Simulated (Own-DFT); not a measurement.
# A change of arrangement and its cost: In32P32, 64 atoms

Calculated results; nothing here was measured. They come from Own-DFT, an in-house plane-wave density functional program, since retired, whose code no person has reviewed. Each row is one single-point run on a periodic cell that was not relaxed, without spin or spin-orbit coupling.

Settings of every run: PBE; PseudoDojo norm-conserving scalar-relativistic files; cutoff 36 hartree; 3 x 3 x 3 k mesh centred on Gamma; Fermi-Dirac smearing of 0.1 eV.

Known limits, some of them of some rows only: not probed for a lower state with spin; forces on such cells moved up to 12 meV/angstrom on a denser k mesh; stress not checked against mesh or cutoff.

All cells hold the same atoms in the same cell, with vectors in Å (11.737, 0.000, 0.000); (0.000, 11.737, 0.000); (0.000, 0.000, 11.737). Every atom was moved at random from its ideal site; u is the rms move along one axis. The defect's site can differ from row to row. E is the free energy of the cell above the lowest run. The arrangements:

- A: zincblende InP
- B: zincblende InP, with one In on a P site and one P on an In site, 2.5 Å apart

| arrangement | u (Å) | E (eV) | P (GPa) |
|---|---|---|---|
| A | 0.0200 | 0.000 | 3.20 |
| A | 0.0209 | 0.098 | 3.22 |
| A | 0.0211 | 0.038 | 3.20 |
| A | 0.0465 | 1.741 | 3.51 |
| A | 0.0470 | 1.723 | 3.52 |
| A | 0.0485 | 1.697 | 3.53 |
| B | 0.0278 | 4.545 | 3.65 |
| B | 0.0284 | 4.475 | 3.64 |
| B | 0.0323 | 4.807 | 3.70 |
| B | 0.0508 | 5.600 | 3.83 |
| B | 0.0510 | 6.082 | 3.90 |
| B | 0.0541 | 6.407 | 4.03 |

Question: once the cost of the random moves is taken out, how do the arrangements rank?

## Worked answer

Fit E = a + b u², with one b for all and one a for each arrangement, and with residuals divided by u², since the noise grows with the moves. Then b = 871 eV/Å², the scatter at u = 0.04 Å is 0.14 eV, and against A:

- B: 4.15 ± 0.05 eV (higher)

These are energies of unrelaxed cells. Relaxing the atoms lowers the strained arrangements most, so the gaps would shrink and small ones could change sign.
